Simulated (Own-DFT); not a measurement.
Simulation results for Al$_{3}$GaN$_{4}$ (wurtzite random alloy, strained, atoms displaced), AlGa$_{3}$N$_{4}$ (wurtzite random alloy, strained, atoms displaced)

All values are calculated (Own-DFT development build). A calculation, not a measurement: plane-wave PBE density functional theory by an unreviewed code, no spin, of a simulated periodic cell, stress positive in tension, free energy of the whole cell less one offset for each atom, forces on such cells passed a denser k mesh, this cell's mesh not checked; offsets are fitted by least squares, one for each functional and potential file, so energies compare only between cells with the same atoms and settings and are not formation energies; the far tail of each file's local potential was reset to the Coulomb form; each entry is a single point on an unrelaxed cell, so the pressure reflects the starting lattice, mostly measured values, from which strain is counted, and rises with the displacements; printed positions are rounded, which can move forces by about a meV/angstrom; the program is a retired in-house code; no spin-orbit coupling.

Common to all runs: functional PBE; potential files PseudoDojo norm-conserving, scalar-relativistic, standard set with the stringent files for Ga; wave cutoff 96 hartree; occupations Gaussian; smearing width 0.01 eV; k mesh 4 x 4 x 3 centred on Gamma.

(1) Al$_{3}$GaN$_{4}$ (wurtzite random alloy, strained, atoms displaced)

```cif
# cell vector a (Å): 9.3938 0.0000 0.0000
# cell vector b (Å): -4.6969 8.1352 -0.1220
# cell vector c (Å): 0.0000 -0.1510 10.0655
data_Al3GaN4
_symmetry_space_group_name_H-M 'P 1'
_symmetry_Int_Tables_number 1
_cell_length_a 9.3938
_cell_length_b 9.3945
_cell_length_c 10.0666
_cell_angle_alpha 91.488
_cell_angle_beta 90.000
_cell_angle_gamma 119.997
_cell_volume 769.04
loop_
_atom_site_label
_atom_site_type_symbol
_atom_site_fract_x
_atom_site_fract_y
_atom_site_fract_z
_atom_site_occupancy
Ga1 Ga 0.10139 0.22465 0.00987 1
Al1 Al 0.22183 0.11984 0.24599 1
N1 N 0.10908 0.22201 0.18616 1
N2 N 0.21644 0.12353 0.44621 1
Al2 Al 0.11809 0.22927 0.49798 1
Ga2 Ga 0.22880 0.10839 0.75572 1
N3 N 0.10605 0.21614 0.68702 1
N4 N 0.22220 0.11171 0.94478 1
Ga3 Ga 0.12326 0.55860 0.00226 1
Ga4 Ga 0.22531 0.44746 0.24814 1
N5 N 0.10307 0.54733 0.19808 1
N6 N 0.22108 0.44566 0.44176 1
Al3 Al 0.11672 0.55775 0.49169 1
Al4 Al 0.21658 0.44170 0.75122 1
N7 N 0.11198 0.56467 0.68737 1
N8 N 0.22212 0.44203 0.93501 1
Ga5 Ga 0.11114 0.88584 0.99684 1
Al5 Al 0.21640 0.77241 0.25065 1
N9 N 0.10146 0.89120 0.18938 1
N10 N 0.22407 0.78109 0.44227 1
Al6 Al 0.12213 0.89732 0.50317 1
Al7 Al 0.21951 0.76692 0.74337 1
N11 N 0.10743 0.89178 0.68064 1
N12 N 0.21837 0.77667 0.93946 1
Al8 Al 0.44123 0.22585 0.99372 1
Al9 Al 0.55946 0.10644 0.24090 1
N13 N 0.43521 0.21442 0.19223 1
N14 N 0.55636 0.11589 0.43624 1
Al10 Al 0.44779 0.21945 0.50421 1
Al11 Al 0.54801 0.11566 0.75525 1
N15 N 0.44780 0.21901 0.68134 1
N16 N 0.56037 0.10702 0.94071 1
Al12 Al 0.43102 0.54936 0.00911 1
Al13 Al 0.55499 0.45653 0.24941 1
N17 N 0.44001 0.56501 0.19397 1
N18 N 0.55185 0.43962 0.44056 1
Al14 Al 0.44143 0.54845 0.50690 1
Al15 Al 0.55114 0.44306 0.74950 1
N19 N 0.44426 0.55004 0.68328 1
N20 N 0.55537 0.44281 0.93797 1
Ga6 Ga 0.45132 0.88428 0.99654 1
Al16 Al 0.55878 0.78234 0.25093 1
N21 N 0.43913 0.88642 0.18616 1
N22 N 0.55475 0.77690 0.43782 1
Al17 Al 0.44580 0.88664 0.49329 1
Al18 Al 0.54974 0.77731 0.76449 1
N23 N 0.45161 0.88578 0.68671 1
N24 N 0.55528 0.77634 0.93455 1
Ga7 Ga 0.77597 0.22347 0.00569 1
Al19 Al 0.88792 0.10858 0.25399 1
N25 N 0.76979 0.21488 0.19616 1
N26 N 0.87630 0.10796 0.43254 1
Al20 Al 0.78372 0.23559 0.50306 1
Ga8 Ga 0.89569 0.10545 0.75017 1
N27 N 0.77596 0.22980 0.69428 1
N28 N 0.89545 0.10966 0.94377 1
Al21 Al 0.77984 0.55353 0.00536 1
Al22 Al 0.89170 0.43865 0.24893 1
N29 N 0.77466 0.55508 0.18652 1
N30 N 0.88882 0.43677 0.44964 1
Al23 Al 0.78007 0.56095 0.49884 1
Al24 Al 0.88970 0.44641 0.74932 1
N31 N 0.78283 0.55668 0.69187 1
N32 N 0.87829 0.44354 0.94578 1
Ga9 Ga 0.78212 0.89153 0.00165 1
Al25 Al 0.88712 0.77654 0.24915 1
N33 N 0.77121 0.89235 0.18927 1
N34 N 0.88639 0.77786 0.44215 1
Al26 Al 0.77083 0.88065 0.50695 1
Al27 Al 0.88787 0.77566 0.74670 1
N35 N 0.77996 0.89310 0.69486 1
N36 N 0.89547 0.77756 0.94778 1
```

| Item | Value |
| --- | --- |
| free energy of cell above offsets | -22.121 eV |
| pressure | 6.67 GPa |
| stress xx | -5.48 GPa |
| stress yy | -6.29 GPa |
| stress zz | -8.25 GPa |
| stress yz | -3.7 GPa |
| stress xz | 0.77 GPa |
| stress xy | -0.48 GPa |

Force:
| element | x (eV/Å) | y (eV/Å) | z (eV/Å) |
| --- | --- | --- | --- |
| Ga | 2.137 | 0.046 | -2.464 |
| Al | 0.512 | -1.379 | 1.228 |
| N | -0.478 | -0.17 | 2.969 |
| N | 3.222 | -1.927 | -1.694 |
| Al | -2.986 | -0.463 | 0.822 |
| Ga | -1.308 | 0.43 | -0.925 |
| N | 1.323 | 2.096 | -0.148 |
| N | 0.111 | 0.457 | -0.29 |
| Ga | -2.601 | -0.153 | -0.083 |
| Ga | -0.593 | -0.891 | 1.593 |
| N | 0.267 | 1.401 | -0.764 |
| N | 0.689 | 0.079 | 0.14 |
| Al | -1.133 | 0.125 | 1.32 |
| Al | 0.266 | -0.037 | -1.648 |
| N | 0.754 | -3.371 | -0.45 |
| N | 0.403 | 0.138 | 0.477 |
| Ga | 0.215 | 1.218 | 1.199 |
| Al | -0.47 | 1.545 | -0.152 |
| N | 1.403 | -0.239 | 1.335 |
| N | -0.02 | -0.435 | -0.878 |
| Al | -1.649 | 0.275 | -1.752 |
| Al | -0.139 | 3.626 | 0.719 |
| N | 1.049 | -1.454 | 2.17 |
| N | 1.664 | -0.418 | -1.423 |
| Al | 1.128 | -0.687 | 1.848 |
| Al | -2.705 | 0.215 | 1.838 |
| N | 0.852 | 1.788 | -1.133 |
| N | 0.494 | -1.021 | -0.002 |
| Al | -0.871 | 0.323 | -2.651 |
| Al | 2.75 | -1.001 | -1.062 |
| N | -0.5 | 0.875 | 2.325 |
| N | -2.341 | 0.494 | -0.476 |
| Al | 2.136 | 0.847 | -1.659 |
| Al | 0.85 | -2.045 | 0.491 |
| N | 1.752 | -0.299 | -1.139 |
| N | 0.252 | 0.835 | -0.118 |
| Al | 0.083 | 0.942 | -2.177 |
| Al | 1.049 | 0.354 | -0.358 |
| N | -0.858 | 0.365 | 2.815 |
| N | -0.863 | 0.495 | 0.547 |
| Ga | -2.136 | 0.888 | 0.466 |
| Al | -0.826 | 0.718 | 0.468 |
| N | 0.269 | -0.941 | 1.194 |
| N | 0.179 | -1.04 | 0.257 |
| Al | 0.379 | 1.353 | 0.879 |
| Al | 1.065 | -0.026 | -4.841 |
| N | -1.61 | 0.301 | 0.522 |
| N | 1.048 | -2.182 | 2.894 |
| Ga | 0.894 | 0.05 | -0.649 |
| Al | -0.483 | 0.248 | -0.456 |
| N | 1.816 | 1.17 | -0.364 |
| N | 1.335 | 0.217 | 2.273 |
| Al | -0.276 | -3.677 | 0.621 |
| Ga | -2.111 | 1.826 | 0.502 |
| N | 0.156 | -0.939 | -0.288 |
| N | -2.171 | -0.103 | -0.724 |
| Al | -1.234 | 0.888 | -1.062 |
| Al | -2.271 | -0.477 | 1.15 |
| N | 0.23 | -0.313 | 1.642 |
| N | -0.323 | 3.449 | -2.321 |
| Al | 0.192 | -0.949 | 0.313 |
| Al | -0.041 | 0.137 | 0.587 |
| N | -1.258 | -0.236 | -0.377 |
| N | 2.232 | 0.281 | -1.094 |
| Ga | 0.216 | -0.618 | -0.22 |
| Al | -0.62 | 0.493 | 0.379 |
| N | 1.056 | -0.785 | 0.87 |
| N | 0.659 | 0.092 | -0.419 |
| Al | -0.098 | 1.543 | -0.836 |
| Al | 0.082 | 0.562 | 0.771 |
| N | -0.408 | -3.267 | -0.401 |
| N | -1.79 | -1.643 | -2.126 |

(2) AlGa$_{3}$N$_{4}$ (wurtzite random alloy, strained, atoms displaced)

```cif
# cell vector a (Å): 9.5092 0.0000 0.0000
# cell vector b (Å): -4.7546 8.2353 0.0000
# cell vector c (Å): 0.0000 0.0000 10.0631
data_AlGa3N4
_symmetry_space_group_name_H-M 'P 1'
_symmetry_Int_Tables_number 1
_cell_length_a 9.5092
_cell_length_b 9.5093
_cell_length_c 10.0631
_cell_angle_alpha 90.000
_cell_angle_beta 90.000
_cell_angle_gamma 120.000
_cell_volume 788.05
loop_
_atom_site_label
_atom_site_type_symbol
_atom_site_fract_x
_atom_site_fract_y
_atom_site_fract_z
_atom_site_occupancy
Al1 Al 0.11363 0.22366 0.00716 1
Al2 Al 0.22167 0.11674 0.24830 1
N1 N 0.10890 0.22195 0.19033 1
N2 N 0.22572 0.12213 0.44421 1
Ga1 Ga 0.11641 0.23012 0.50609 1
Ga2 Ga 0.22334 0.11459 0.75084 1
N3 N 0.09967 0.21641 0.69688 1
N4 N 0.22375 0.11228 0.94206 1
Ga3 Ga 0.11009 0.54952 0.99940 1
Ga4 Ga 0.22260 0.43769 0.25139 1
N5 N 0.10369 0.55234 0.19193 1
N6 N 0.21485 0.43184 0.43140 1
Al3 Al 0.10595 0.55477 0.50389 1
Ga5 Ga 0.22363 0.43804 0.74748 1
N7 N 0.10381 0.55200 0.68388 1
N8 N 0.21771 0.42728 0.93908 1
Ga6 Ga 0.11985 0.88973 0.99256 1
Ga7 Ga 0.22227 0.77741 0.25512 1
N9 N 0.10961 0.87320 0.19724 1
N10 N 0.22969 0.78194 0.43180 1
Ga8 Ga 0.11512 0.88595 0.50746 1
Al4 Al 0.22647 0.77467 0.75378 1
N11 N 0.11661 0.89465 0.68955 1
N12 N 0.21373 0.76972 0.93257 1
Ga9 Ga 0.44570 0.22957 0.00128 1
Ga10 Ga 0.56707 0.12238 0.24782 1
N13 N 0.44799 0.21348 0.18736 1
N14 N 0.55625 0.10323 0.42838 1
Ga11 Ga 0.43612 0.21477 0.49977 1
Ga12 Ga 0.55189 0.10705 0.74573 1
N15 N 0.44292 0.21764 0.69073 1
N16 N 0.55198 0.10978 0.94565 1
Al5 Al 0.44730 0.55382 0.00205 1
Ga13 Ga 0.54803 0.43385 0.24775 1
N17 N 0.44544 0.55359 0.18820 1
N18 N 0.55852 0.44461 0.43721 1
Ga14 Ga 0.44848 0.55282 0.51437 1
Ga15 Ga 0.55399 0.43661 0.74750 1
N19 N 0.43611 0.54893 0.69005 1
N20 N 0.54891 0.43673 0.93725 1
Al6 Al 0.44721 0.88230 0.99626 1
Ga16 Ga 0.55744 0.78290 0.25217 1
N21 N 0.44911 0.88761 0.19216 1
N22 N 0.56626 0.78998 0.44009 1
Ga17 Ga 0.45572 0.88892 0.50317 1
Ga18 Ga 0.54503 0.77873 0.74299 1
N23 N 0.44284 0.89064 0.69139 1
N24 N 0.55614 0.78805 0.93990 1
Ga19 Ga 0.77649 0.23009 0.99973 1
Ga20 Ga 0.88641 0.11553 0.24987 1
N25 N 0.77015 0.21489 0.19679 1
N26 N 0.89762 0.11558 0.44120 1
Ga21 Ga 0.77401 0.21885 0.49272 1
Ga22 Ga 0.89246 0.12026 0.74351 1
N27 N 0.78485 0.21639 0.68273 1
N28 N 0.89292 0.10173 0.93851 1
Ga23 Ga 0.77499 0.55562 0.00340 1
Al7 Al 0.88491 0.44949 0.25255 1
N29 N 0.78110 0.55965 0.20151 1
N30 N 0.88331 0.44811 0.43838 1
Al8 Al 0.77213 0.54271 0.50283 1
Ga24 Ga 0.89012 0.43775 0.75572 1
N31 N 0.77359 0.55285 0.69226 1
N32 N 0.88336 0.43910 0.93927 1
Ga25 Ga 0.78074 0.87824 0.00272 1
Al9 Al 0.89353 0.78986 0.24623 1
N33 N 0.78355 0.88699 0.18332 1
N34 N 0.89031 0.77116 0.43279 1
Ga26 Ga 0.77209 0.88861 0.49901 1
Ga27 Ga 0.88563 0.76882 0.74851 1
N35 N 0.77256 0.88787 0.69422 1
N36 N 0.89646 0.78444 0.93212 1
```

| Property | Result |
| --- | --- |
| free energy of cell above offsets | -7.081 eV |
| pressure | 11.8 GPa |
| stress xx | -10.11 GPa |
| stress yy | -7.19 GPa |
| stress zz | -18.1 GPa |
| stress yz | 0.78 GPa |
| stress xz | 0.04 GPa |
| stress xy | 0.26 GPa |

Force:
| element | x (eV/Å) | y (eV/Å) | z (eV/Å) |
| --- | --- | --- | --- |
| Al | -0.682 | -1.993 | -1.328 |
| Al | 0.835 | -1.589 | 0.583 |
| N | 1.032 | -0.898 | -0.409 |
| N | -0.341 | -1.779 | -1.694 |
| Ga | -0.362 | -1.62 | -0.101 |
| Ga | -0.588 | -0.572 | 0.393 |
| N | 3.072 | 1.458 | -1.441 |
| N | -0.545 | 0.534 | 0.445 |
| Ga | 0.173 | -0.118 | 0.569 |
| Ga | -0.795 | 1.399 | -1.356 |
| N | 0.339 | -0.751 | -0.076 |
| N | -0.408 | 3.348 | 2.941 |
| Al | 0.393 | 0.054 | -2.443 |
| Ga | -1.814 | -0.193 | 0.894 |
| N | 1.275 | 1.146 | 1.164 |
| N | 0.462 | 2.339 | 0.448 |
| Ga | -0.884 | 0.013 | 1.671 |
| Ga | 1.523 | -0.546 | -2.172 |
| N | -2.112 | 3.287 | -1.746 |
| N | 0.356 | -1.315 | 4.324 |
| Ga | -0.867 | 0.212 | -2.415 |
| Al | -1.433 | -0.037 | -1.769 |
| N | 0.776 | -1.365 | 1.668 |
| N | 2.256 | 0.201 | 0.675 |
| Ga | 0.423 | -2.221 | -0.279 |
| Ga | -1.853 | -3.325 | -0.469 |
| N | -2.692 | 0.595 | 0.733 |
| N | -0.965 | 0.744 | 2.891 |
| Ga | 1.719 | 0.769 | -0.583 |
| Ga | 1.139 | 1.097 | 1.526 |
| N | -0.084 | 0.247 | -0.419 |
| N | 0.059 | -0.757 | -1.017 |
| Al | -0.901 | 0.471 | -0.728 |
| Ga | 0.48 | 1.241 | 0.325 |
| N | -0.041 | 0.139 | -0.442 |
| N | -0.139 | -0.347 | 1.391 |
| Ga | -0.381 | 0.1 | -4.714 |
| Ga | -0.149 | 0.59 | 0.348 |
| N | 0.954 | 0.649 | 2.047 |
| N | -0.244 | 2.582 | 0.345 |
| Al | -1.874 | 1.43 | 1.654 |
| Ga | 0.75 | -0.79 | -0.787 |
| N | -0.966 | 0.302 | -1.757 |
| N | -0.808 | -2.879 | 0.046 |
| Ga | -2.183 | 0.209 | -1.257 |
| Ga | 2.458 | -0.17 | 1.722 |
| N | -1.372 | -0.836 | -0.248 |
| N | 1.151 | -3.022 | -0.413 |
| Ga | 1.279 | -3.025 | 0.527 |
| Ga | 1 | -0.982 | 0.077 |
| N | 2.091 | 3.653 | -1.585 |
| N | -0.72 | -0.549 | -0.234 |
| Ga | 0.602 | 0.564 | -0.035 |
| Ga | -0.251 | -3.484 | 2.595 |
| N | -3.306 | 1.255 | 0.165 |
| N | -0.543 | 1.693 | 0.801 |
| Ga | 0.317 | 0.536 | 0.217 |
| Al | 0.989 | -0.483 | -0.113 |
| N | -0.643 | 0.056 | -1.708 |
| N | 1.464 | -0.326 | 0.308 |
| Al | -0.578 | 2.07 | -0.728 |
| Ga | -0.893 | -0.044 | -1.663 |
| N | 0.715 | -1.07 | -1.09 |
| N | 0.108 | 1.509 | 0.619 |
| Ga | -1.258 | 1.66 | -2.053 |
| Al | 1.038 | -1.741 | 1.17 |
| N | -0.639 | 0.406 | 2.185 |
| N | -0.563 | -0.012 | 1.297 |
| Ga | 3.394 | 0.72 | 0.8 |
| Ga | -0.496 | 1.726 | -1.004 |
| N | 0.258 | -0.403 | -0.778 |
| N | 0.489 | -1.767 | 1.487 |

(3) AlGa$_{3}$N$_{4}$ (wurtzite random alloy, strained, atoms displaced)

```cif
# cell vector a (Å): 9.5092 0.0000 0.0000
# cell vector b (Å): -4.7546 8.2353 0.0000
# cell vector c (Å): 0.0000 0.0000 10.0631
data_AlGa3N4
_symmetry_space_group_name_H-M 'P 1'
_symmetry_Int_Tables_number 1
_cell_length_a 9.5092
_cell_length_b 9.5093
_cell_length_c 10.0631
_cell_angle_alpha 90.000
_cell_angle_beta 90.000
_cell_angle_gamma 120.000
_cell_volume 788.05
loop_
_atom_site_label
_atom_site_type_symbol
_atom_site_fract_x
_atom_site_fract_y
_atom_site_fract_z
_atom_site_occupancy
Al1 Al 0.11913 0.23621 0.00724 1
Ga1 Ga 0.21833 0.12179 0.25571 1
N1 N 0.11092 0.22010 0.19018 1
N2 N 0.21884 0.10998 0.43757 1
Al2 Al 0.11256 0.22832 0.50087 1
Ga2 Ga 0.21968 0.11361 0.74712 1
N3 N 0.11897 0.22924 0.68990 1
N4 N 0.21983 0.10314 0.93324 1
Ga3 Ga 0.11149 0.54819 0.00392 1
Ga4 Ga 0.22860 0.45437 0.25575 1
N5 N 0.11008 0.55057 0.18434 1
N6 N 0.22038 0.44455 0.43342 1
Ga5 Ga 0.10486 0.54932 0.50087 1
Ga6 Ga 0.22008 0.42717 0.75064 1
N7 N 0.10858 0.54721 0.69150 1
N8 N 0.22975 0.45537 0.92952 1
Ga7 Ga 0.11296 0.88937 0.99310 1
Al3 Al 0.22553 0.78221 0.24392 1
N9 N 0.11401 0.89708 0.19687 1
N10 N 0.21440 0.77817 0.44116 1
Ga8 Ga 0.10890 0.89365 0.48929 1
Ga9 Ga 0.21827 0.77271 0.74851 1
N11 N 0.10590 0.88640 0.69629 1
N12 N 0.24095 0.78988 0.93340 1
Ga10 Ga 0.43873 0.21462 0.00799 1
Ga11 Ga 0.55357 0.11492 0.24615 1
N13 N 0.44936 0.22204 0.19440 1
N14 N 0.56844 0.12771 0.44023 1
Ga12 Ga 0.43592 0.22196 0.49396 1
Al4 Al 0.55138 0.10420 0.74116 1
N15 N 0.42619 0.20621 0.69542 1
N16 N 0.55989 0.11409 0.94331 1
Al5 Al 0.44156 0.55147 0.00109 1
Ga13 Ga 0.54997 0.44293 0.25319 1
N17 N 0.43422 0.55951 0.18954 1
N18 N 0.55371 0.44315 0.44015 1
Ga14 Ga 0.44820 0.55343 0.49223 1
Ga15 Ga 0.55340 0.44188 0.75104 1
N19 N 0.44969 0.56084 0.68430 1
N20 N 0.54890 0.43868 0.94349 1
Al6 Al 0.43902 0.88752 0.99594 1
Ga16 Ga 0.54895 0.77575 0.25250 1
N21 N 0.44255 0.88087 0.19019 1
N22 N 0.55342 0.78913 0.44032 1
Al7 Al 0.44945 0.89159 0.49740 1
Ga17 Ga 0.55598 0.77272 0.74619 1
N23 N 0.44935 0.89040 0.68901 1
N24 N 0.55703 0.78317 0.94214 1
Ga18 Ga 0.77734 0.22021 0.99824 1
Ga19 Ga 0.89406 0.11855 0.25693 1
N25 N 0.78335 0.22668 0.18685 1
N26 N 0.88041 0.09616 0.43680 1
Al8 Al 0.78476 0.23595 0.49855 1
Ga20 Ga 0.88888 0.11111 0.75210 1
N27 N 0.77376 0.21759 0.69365 1
N28 N 0.88254 0.10281 0.94203 1
Ga21 Ga 0.77931 0.56121 0.99354 1
Ga22 Ga 0.88102 0.44857 0.25620 1
N29 N 0.78125 0.55303 0.18722 1
N30 N 0.88602 0.44359 0.43649 1
Ga23 Ga 0.77413 0.56564 0.49573 1
Ga24 Ga 0.88622 0.44851 0.74592 1
N31 N 0.78413 0.56300 0.68202 1
N32 N 0.89354 0.44842 0.93966 1
Al9 Al 0.77279 0.88657 0.99848 1
Ga25 Ga 0.89306 0.77394 0.24728 1
N33 N 0.77394 0.88954 0.19418 1
N34 N 0.88703 0.78051 0.43527 1
Ga26 Ga 0.78353 0.89486 0.49960 1
Ga27 Ga 0.88397 0.77804 0.74950 1
N35 N 0.77696 0.88583 0.69338 1
N36 N 0.89728 0.78251 0.93452 1
```

| Quantity | Value |
| --- | --- |
| free energy of cell above offsets | -7.575 eV |
| pressure | 11.47 GPa |
| stress xx | -9.23 GPa |
| stress yy | -8.53 GPa |
| stress zz | -16.65 GPa |
| stress yz | 0.13 GPa |
| stress xz | -0.79 GPa |
| stress xy | 0.14 GPa |

Force:
| element | x (eV/Å) | y (eV/Å) | z (eV/Å) |
| --- | --- | --- | --- |
| Al | -0.154 | -1.934 | -1.712 |
| Ga | 1.72 | -1.355 | -1.562 |
| N | -0.702 | 1.905 | -0.64 |
| N | -1.417 | 1.652 | 1.375 |
| Al | -0.262 | -0.966 | -0.357 |
| Ga | -0.681 | -2.176 | 0.647 |
| N | -1.31 | -3.147 | -2.385 |
| N | -1.3 | 2.484 | 2.025 |
| Ga | -0.628 | 1.517 | -1.907 |
| Ga | -1.632 | -1.309 | -2.048 |
| N | -0.699 | 1.478 | 2.321 |
| N | 0.262 | -0.997 | 2.767 |
| Ga | 0.171 | 1.474 | 0.12 |
| Ga | -0.434 | 4.532 | -0.79 |
| N | 0.374 | 0.092 | -0.345 |
| N | 0.951 | -1.736 | 3.02 |
| Ga | 0.719 | -0.239 | 1.047 |
| Al | -0.521 | -0.608 | 0.753 |
| N | 1.315 | -0.646 | -1.149 |
| N | 2.003 | 0.057 | -1.118 |
| Ga | 0.358 | -1.22 | 2.13 |
| Ga | 0.387 | 0.385 | -0.931 |
| N | 0.149 | 0.29 | -1.772 |
| N | -2.257 | -1.943 | 1.178 |
| Ga | 0.324 | -0.031 | -1.759 |
| Ga | 2.342 | -1.257 | 0.59 |
| N | -2.313 | 0.654 | 0.162 |
| N | -0.388 | -1.6 | 0.451 |
| Ga | 1.514 | -0.54 | 1.593 |
| Al | -0.368 | 0.661 | 1.531 |
| N | 3.35 | 2.281 | -1.754 |
| N | -0.916 | -1.257 | -1.211 |
| Al | 0.108 | 1.498 | -0.519 |
| Ga | 0.505 | 0.833 | -1.599 |
| N | 2.503 | -0.739 | -1.018 |
| N | 0.129 | 0.067 | -0.251 |
| Ga | -1.546 | 1.621 | 1.057 |
| Ga | 0.199 | -0.438 | -0.43 |
| N | -0.088 | -1.862 | -0.009 |
| N | -0.33 | 0.897 | 0.123 |
| Al | 2.522 | 1.393 | 0.826 |
| Ga | 1.392 | 1.011 | -0.384 |
| N | -1.874 | 1.316 | -0.981 |
| N | 1.213 | -1.596 | 0.44 |
| Al | -1.855 | 0.855 | 0.566 |
| Ga | -0.855 | 0.999 | 0.984 |
| N | -0.487 | -0.217 | -1.078 |
| N | 0.164 | -1.417 | 0.25 |
| Ga | 0.122 | 0.515 | -0.122 |
| Ga | -0.848 | -1.166 | -2.303 |
| N | -0.449 | -0.084 | 1.055 |
| N | 0.342 | 5.091 | 2.106 |
| Al | 0.025 | -2.2 | 0.723 |
| Ga | -0.049 | -0.164 | 0.116 |
| N | -0.456 | 0.605 | -1.587 |
| N | 1.745 | 1.224 | 0.419 |
| Ga | 0.334 | -0.72 | 0.479 |
| Ga | 2.155 | -1.088 | -2.204 |
| N | -2.182 | 0.61 | -0.166 |
| N | -0.232 | 0.4 | 1.798 |
| Ga | 1.162 | -0.725 | 0.145 |
| Ga | 0.664 | -0.713 | 0.737 |
| N | -1.143 | -1.222 | 0.902 |
| N | -0.458 | -0.182 | -0.471 |
| Al | 0.565 | 0.13 | 0.997 |
| Ga | -1.48 | 0.892 | -0.739 |
| N | 0.722 | -0.318 | -1.342 |
| N | -0.093 | -0.092 | 0.351 |
| Ga | -0.934 | -2.332 | 0.743 |
| Ga | 1.088 | 0.207 | -0.435 |
| N | -0.23 | 0.996 | -0.976 |
| N | -2.027 | -0.383 | 1.529 |
